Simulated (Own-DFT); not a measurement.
# Strain and stress in C40 NbSi2, 36 atoms (Nb12Si24)

All numbers below are calculated, not measured. The program, named Own-DFT, is a retired in-house plane-wave density functional code that no person has reviewed. Each row is one single-point run on a periodic cell that was not relaxed, without spin or spin-orbit coupling.

Settings of every run: PBE; PseudoDojo norm-conserving scalar-relativistic files; cutoff 42 hartree; 4 x 4 x 5 k mesh centred on Gamma; cold (Marzari-Vanderbilt) smearing of 0.2 eV.

Known limits: forces on such cells failed a check on a denser k mesh; stress not checked against mesh or cutoff.

Unstrained cell vectors in Å: (0.000, 8.324, 0.000); (-9.613, 0.000, 0.000); (0.000, 0.000, 6.586). The unstrained cell was taken from the Materials Project. The random moves and any unrelaxed bonds add to the pressure at no strain. Each run strains this cell uniformly, with the atoms carried along. Every atom was also moved at random, by a Gaussian of width 0.05 Å on each axis. Strain is the symmetric tensor, in per cent. Stress is positive in tension, and the pressure is minus a third of its trace.

```
run,e_xx (%),e_yy (%),e_zz (%),e_yz (%),e_xz (%),e_xy (%),s_xx (GPa),s_yy (GPa),s_zz (GPa),s_yz (GPa),s_xz (GPa),s_xy (GPa),P (GPa),E (meV/atom)
1,-0.06,0.43,-0.25,0.74,1.35,-0.52,-2.61,-0.83,-4.98,2.81,3.98,-1.62,2.80,22.1
2,-0.19,0.61,0.62,-1.71,0.97,-0.33,-2.29,-0.48,-0.98,-5.57,2.79,-0.77,1.25,27.2
3,-0.77,0.96,-0.97,-0.66,1.76,-1.71,-6.17,0.18,-8.51,-2.02,5.25,-5.10,4.83,34.4
4,-1.06,0.44,-1.97,1.12,1.22,1.97,-8.11,-3.06,-14.70,3.83,4.18,6.59,8.62,48.0
5,-0.56,0.93,0.58,-0.54,-1.12,0.03,-2.97,1.52,-0.77,-1.81,-4.01,0.01,0.74,7.3
6,-1.71,-0.59,0.44,0.13,-0.36,0.06,-8.72,-5.19,-3.16,0.07,-1.64,0.40,5.69,11.5
7,-1.25,-1.47,1.65,-0.08,0.01,0.08,-6.59,-6.80,2.50,-0.31,0.26,0.30,3.63,0.0
8,1.13,0.05,-0.49,1.45,1.61,-1.74,0.60,-2.05,-5.85,4.51,4.65,-5.02,2.43,36.9
9,-1.77,0.48,1.23,-0.29,-1.43,1.75,-8.54,-1.52,0.73,-1.81,-4.45,5.51,3.11,38.6
10,-1.56,1.93,-0.13,0.36,-0.55,-1.82,-6.91,3.17,-3.91,1.40,-1.91,-5.67,2.55,20.9
11,-1.26,-0.49,1.50,-1.49,-0.02,0.63,-6.67,-4.51,0.61,-4.38,1.15,1.92,3.52,44.5
12,-1.69,-1.26,-0.34,-0.42,-1.35,1.70,-10.88,-8.80,-8.14,-1.15,-4.56,6.01,9.27,38.9
13,0.36,-0.31,1.27,1.60,0.15,0.52,-0.35,-2.63,1.25,4.68,0.85,1.57,0.58,27.5
14,0.64,1.31,-0.65,-0.98,1.76,1.94,0.20,2.51,-5.39,-2.82,5.88,5.17,0.89,20.9
15,-0.12,0.88,-1.98,-1.10,0.07,1.09,-3.91,-0.07,-12.71,-3.32,0.55,3.02,5.56,19.8
16,-1.69,-0.59,1.63,-1.08,-0.41,0.60,?,?,?,?,?,?,?,?
```

E is the free energy for each atom above the lowest run shown.

## Worked fit

Each stress component was fitted by least squares to a constant and the strains of the runs shown, as fractions, with shears doubled. Shear strains stay in the fit of a normal stress only where such slopes are resolved. The slopes, in GPa:

| stress | at no strain | per e_xx | per e_yy | per e_zz | scatter |
|---|---|---|---|---|---|
| s_xx | -2.7 | 376 ± 14 | 84 ± 15 | 95 ± 12 | 0.45 |
| s_yy | -2.4 | 73 ± 14 | 358 ± 15 | 60 ± 12 | 0.47 |
| s_zz | -4.2 | 64 ± 18 | 88 ± 19 | 478 ± 15 | 0.58 |

Each shear stress against twice its own strain: yz 154 ± 5, xz 168 ± 9, xy 150 ± 4 GPa. These are stiffnesses along x, y and z of the frame in which the cell vectors are given, which need not be the crystal's axes. The atoms are held to the strained lattice; where symmetry lets them move under strain, relaxing them would lower some slopes. The table should be nearly symmetric about its diagonal, and what it lacks of that shows the noise. A ninth of its sum, 186 ± 11 GPa, estimates the bulk modulus near the mean pressure of these runs, 3.7 GPa, so it lies above the value at zero pressure.

## Withheld run

Question: what normal stresses and pressure should run 16 give?

The fit gives s_xx = -8.0, s_yy = -4.7, s_zz = 2.0 and P = 3.6 GPa. The calculation gave -7.92, -4.48, 1.97 and P = 3.47 GPa.
